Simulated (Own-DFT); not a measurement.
## Calculated data, Si$_{7}$Ge (layered order of Si and Ge on the diamond lattice, atoms displaced)

Computed with Own-DFT development build. A calculation, not a measurement: plane-wave PBE density functional theory by an unreviewed code, no spin, of a simulated periodic cell, stress positive in tension, free energy of the whole cell less one offset for each atom, forces on such cells passed a denser k mesh, this cell's mesh not checked; offsets are fitted by least squares, one for each functional and potential file, so energies compare only between cells with the same atoms and settings and are not formation energies; the far tail of each file's local potential was reset to the Coulomb form; each entry is a single point on an unrelaxed cell, so the pressure reflects the starting lattice, mostly measured values, from which strain is counted, and rises with the displacements; printed positions are rounded, which can move forces by about a meV/angstrom; the program is a retired in-house code; no spin-orbit coupling.

```cif
# cell vector a (Å): 10.9187 0.0000 0.0000
# cell vector b (Å): 0.0000 10.9187 0.0000
# cell vector c (Å): 0.0000 0.0000 10.9187
data_Si7Ge
_symmetry_space_group_name_H-M 'P 1'
_symmetry_Int_Tables_number 1
_cell_length_a 10.9187
_cell_length_b 10.9187
_cell_length_c 10.9187
_cell_angle_alpha 90.000
_cell_angle_beta 90.000
_cell_angle_gamma 90.000
_cell_volume 1301.71
loop_
_atom_site_label
_atom_site_type_symbol
_atom_site_fract_x
_atom_site_fract_y
_atom_site_fract_z
_atom_site_occupancy
Ge1 Ge 0.98742 0.99144 0.99809 1
Si1 Si 0.00209 0.25204 0.25063 1
Si2 Si 0.25063 0.99949 0.25050 1
Ge2 Ge 0.24143 0.25114 0.00042 1
Si3 Si 0.12604 0.11745 0.13246 1
Si4 Si 0.12926 0.37574 0.37324 1
Si5 Si 0.36526 0.12784 0.38731 1
Si6 Si 0.37381 0.35772 0.12611 1
Si7 Si 0.99962 0.01227 0.49949 1
Si8 Si 0.99439 0.25270 0.74676 1
Si9 Si 0.24981 0.99964 0.75495 1
Si10 Si 0.24605 0.25052 0.49342 1
Si11 Si 0.12700 0.11548 0.62709 1
Si12 Si 0.12874 0.38070 0.87048 1
Si13 Si 0.37368 0.13188 0.87303 1
Si14 Si 0.37905 0.37217 0.62901 1
Ge3 Ge 0.99037 0.49675 0.00058 1
Si15 Si 0.99189 0.75325 0.25103 1
Si16 Si 0.24900 0.50346 0.24474 1
Ge4 Ge 0.24934 0.74353 0.99446 1
Si17 Si 0.11856 0.62635 0.13247 1
Si18 Si 0.12674 0.86864 0.37646 1
Si19 Si 0.37077 0.63417 0.38322 1
Si20 Si 0.36981 0.88102 0.11628 1
Si21 Si 0.98882 0.51184 0.49238 1
Si22 Si 0.00920 0.75467 0.75046 1
Si23 Si 0.25339 0.50312 0.74586 1
Si24 Si 0.24839 0.75024 0.49712 1
Si25 Si 0.12740 0.62764 0.62299 1
Si26 Si 0.11254 0.87841 0.87315 1
Si27 Si 0.38310 0.62801 0.88521 1
Si28 Si 0.38220 0.87050 0.63127 1
Ge5 Ge 0.49334 0.00394 0.99907 1
Si29 Si 0.49423 0.25895 0.24851 1
Si30 Si 0.75771 0.99718 0.24830 1
Ge6 Ge 0.74480 0.24366 0.99461 1
Si31 Si 0.62518 0.11401 0.12835 1
Si32 Si 0.62140 0.38065 0.37158 1
Si33 Si 0.87227 0.11962 0.37889 1
Si34 Si 0.88348 0.37017 0.12019 1
Si35 Si 0.49966 0.00601 0.50752 1
Si36 Si 0.50584 0.25270 0.75357 1
Si37 Si 0.74849 0.00235 0.74419 1
Si38 Si 0.74154 0.24870 0.49713 1
Si39 Si 0.62267 0.13223 0.62648 1
Si40 Si 0.62844 0.37056 0.87063 1
Si41 Si 0.86978 0.12306 0.86841 1
Si42 Si 0.87335 0.37070 0.62594 1
Ge7 Ge 0.49463 0.51087 0.00355 1
Si43 Si 0.51340 0.76797 0.25928 1
Si44 Si 0.74239 0.50899 0.25354 1
Ge8 Ge 0.74774 0.73743 0.00604 1
Si45 Si 0.61806 0.63635 0.11016 1
Si46 Si 0.62689 0.86653 0.38269 1
Si47 Si 0.89055 0.62189 0.37751 1
Si48 Si 0.87471 0.86515 0.12330 1
Si49 Si 0.49895 0.50780 0.49562 1
Si50 Si 0.50412 0.75476 0.75178 1
Si51 Si 0.74475 0.50828 0.75066 1
Si52 Si 0.76341 0.74514 0.50098 1
Si53 Si 0.62212 0.62085 0.62177 1
Si54 Si 0.61843 0.87061 0.87386 1
Si55 Si 0.87452 0.62259 0.87619 1
Si56 Si 0.87830 0.87558 0.61529 1
_calc_functional 'PBE'
_calc_potential_files 'PseudoDojo norm-conserving, scalar-relativistic, standard set'
_calc_wave_cutoff 42  # hartree
_calc_occupations 'Fermi-Dirac'
_calc_smearing_width 0.1  # eV
_calc_k_mesh '3 x 3 x 3 centred on Gamma'
_calc_free_energy_of_cell_above_offsets '-0.228'  # eV
_calc_pressure 3.2  # GPa
_calc_stress_xx -3.26  # GPa
_calc_stress_yy -3.01  # GPa
_calc_stress_zz -3.33  # GPa
_calc_stress_yz 0.84  # GPa
_calc_stress_xz -1.71  # GPa
_calc_stress_xy 0.43  # GPa
```

Force:
```
element  x (eV/Å)  y (eV/Å)  z (eV/Å)
     Ge     0.686     1.385     0.435
     Si    -0.095    -0.711     0.373
     Si     0.307    -0.479     0.654
     Ge    -0.046    -0.724    -0.282
     Si    -1.128     0.355      -0.6
     Si    -0.942     1.055    -0.099
     Si     1.553    -0.776    -1.915
     Si    -0.914     3.089    -0.712
     Si     0.602    -2.029    -0.116
     Si     1.406    -0.742     0.513
     Si     0.346    -0.522    -0.126
     Si    -0.421     0.517     2.322
     Si     -0.02     1.768     0.043
     Si    -0.958    -0.007     -0.33
     Si    -0.158    -0.028    -0.261
     Si    -0.241     0.359     -0.98
     Ge     1.884     0.672      -0.5
     Si     1.501    -0.245     0.353
     Si     0.815    -0.524     0.703
     Ge    -1.309     1.053     0.851
     Si    -0.063    -0.036    -0.768
     Si    -0.826     1.451    -0.469
     Si     1.011    -0.616    -2.147
     Si     0.225     -0.84     1.657
     Si      3.44    -3.853     3.342
     Si    -1.697    -0.925     -0.88
     Si     0.525     0.184     0.517
     Si     0.169     0.659     1.536
     Si    -0.439    -0.324    -0.132
     Si     2.111    -0.013     0.319
     Si    -1.163     0.352    -3.193
     Si    -1.316     0.845    -0.708
     Ge     0.545    -0.169    -0.587
     Si     1.372    -2.457     1.496
     Si    -0.728    -0.844     0.536
     Ge     0.503     0.041     1.104
     Si    -0.279     1.266      0.47
     Si    -0.029    -0.045     0.201
     Si    -0.127     1.523    -0.949
     Si     -2.33      -0.4     1.442
     Si    -0.025    -0.723    -0.396
     Si    -0.998    -0.221    -0.361
     Si    -0.245     -0.97    -0.059
     Si     0.606     0.497    -0.128
     Si     0.198    -0.617     0.067
     Si    -0.316     1.807     0.583
     Si     0.321     0.096    -0.176
     Si    -0.914     1.362    -0.907
     Ge      0.62    -3.481     0.363
     Si    -3.005    -2.156    -2.581
     Si     1.055    -0.199    -1.212
     Ge     1.447     2.334    -2.381
     Si    -0.949    -1.272     4.456
     Si     2.005     2.543     1.405
     Si    -3.863     2.194    -2.838
     Si    -1.016     0.524      0.47
     Si     -0.56    -1.076     0.435
     Si    -0.262    -1.753    -0.269
     Si     0.621    -1.321    -0.213
     Si    -1.111    -0.506    -0.117
     Si     0.511     1.211      0.18
     Si     1.579     1.217     0.463
     Si     0.203     0.707     -1.14
     Si     0.325     0.538     1.244
```
